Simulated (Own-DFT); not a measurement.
# Point defects and the pressure they add: grey tin

Calculated, not measured: single-point runs of Own-DFT, a retired in-house plane-wave DFT program that no person has reviewed, on unrelaxed cells, without spin or spin-orbit coupling.

Method: PBE; PseudoDojo norm-conserving scalar-relativistic files; cutoff 42 hartree; 3 x 3 x 3 k mesh centred on Gamma; cold (Marzari-Vanderbilt) smearing of 0.2 eV.

Limits (not all hold for every row): not probed for a lower state with spin; forces on such cells moved up to 12 meV/angstrom on a denser k mesh; stress not checked against mesh or cutoff.

All runs share one cell, with vectors in Å (12.978, 0.000, 0.000); (0.000, 12.978, 0.000); (0.000, 0.000, 12.978) and a volume of 2185.9 Å³. Atoms were moved at random from their sites; u is the rms move along one axis. The defect's site can differ from row to row.

```
            cell  formula   u (Å)  P (GPa)
       no defect     Sn64  0.0206     3.39
       no defect     Sn64  0.0477     3.59
       no defect     Sn64  0.0504     3.62
two Sn vacancies     Sn62  0.0290     3.10
two Sn vacancies     Sn62  0.0330     3.15
two Sn vacancies     Sn62  0.0472        ?
two Sn vacancies     Sn62  0.0502     3.36
  one Sn vacancy     Sn63  0.0283     3.19
  one Sn vacancy     Sn63  0.0300     3.22
  one Sn vacancy     Sn63  0.0519     3.44
```

## Fit

P = P0 + c u² + a shift for each defect gives P0 = 3.31 GPa, c = 127 ± 8 GPa/Å² and a scatter of 0.02 GPa. The shifts, and each times the cell's volume:

- one Sn vacancy: -0.21 ± 0.02 GPa, -2.9 eV
- two Sn vacancies: -0.30 ± 0.02 GPa, -4.0 eV (-2.0 eV for each of its 2 sites)

A positive shift means that the defect pushes the cell outwards. Shift times volume (160.2 GPa Å³ is 1 eV) depends little on the cell's size, so, taken for each site, it can be compared between cells at like pressure. The atoms around the defects weren't relaxed, which would change these numbers.

## The run left out

Asked: what pressure belongs in the blank (two Sn vacancies, u = 0.0472 Å)?

Estimate: 3.30 ± 0.02 GPa. The hidden result is 3.37 GPa.
